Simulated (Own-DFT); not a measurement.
# Which defects push the lattice out? C11b WSi2

No measurement is shown. These are fixed-geometry runs of a retired plane-wave code named Own-DFT, which no person has reviewed; spin and spin-orbit coupling are neglected.

Common settings: PBEsol; PseudoDojo norm-conserving scalar-relativistic files, made for PBE; cutoff 50 hartree; 5 x 5 x 5 k mesh centred on Gamma; cold (Marzari-Vanderbilt) smearing of 0.2 eV.

Caveats: forces on such cells failed a check on a denser k mesh; stress not checked against mesh or cutoff.

All runs share one cell, with vectors in Å (-2.148, -5.953, 3.409); (-6.444, 2.976, 1.136); (-2.553, -2.948, -6.757) and a volume of 403.2 Å³. Atoms were moved at random from their sites; u is the rms move along one axis. The defect's site can differ from row to row.

```
cell,formula,u (Å),P (GPa)
no defect,Si20W10,0.0170,0.28
no defect,Si20W10,0.0216,0.38
no defect,Si20W10,0.0541,1.91
one W on a Si site,Si19W11,0.0249,5.41
one W on a Si site,Si19W11,0.0289,5.65
one W on a Si site,Si19W11,0.0426,5.77
one Si on a W site,Si21W9,0.0271,2.34
one Si on a W site,Si21W9,0.0333,?
one Si on a W site,Si21W9,0.0518,3.47
one Si on a W site,Si21W9,0.0530,3.56
one Si vacancy,Si19W10,0.0287,-0.74
one Si vacancy,Si19W10,0.0289,-0.76
one Si vacancy,Si19W10,0.0478,0.81
```

## Worked fit

P = P0 + c u² + a shift for each defect gives P0 = 0.07 GPa, c = 646 ± 80 GPa/Å² and a scatter of 0.24 GPa. The shifts, and each times the cell's volume:

- one W on a Si site: 4.84 ± 0.20 GPa, 12.2 eV
- one Si on a W site: 1.72 ± 0.21 GPa, 4.3 eV
- one Si vacancy: -1.14 ± 0.20 GPa, -2.9 eV

Against the defect-free cell, a freed cell would be larger where the shift is positive and smaller where it is negative (160.2 GPa Å³ is 1 eV). The atoms around the defects weren't relaxed, which would change these numbers.

## Prediction

The question: what pressure belongs in the blank (one Si on a W site, u = 0.0333 Å)?

From the fit: 2.50 ± 0.29 GPa. The calculation gave 2.72 GPa.
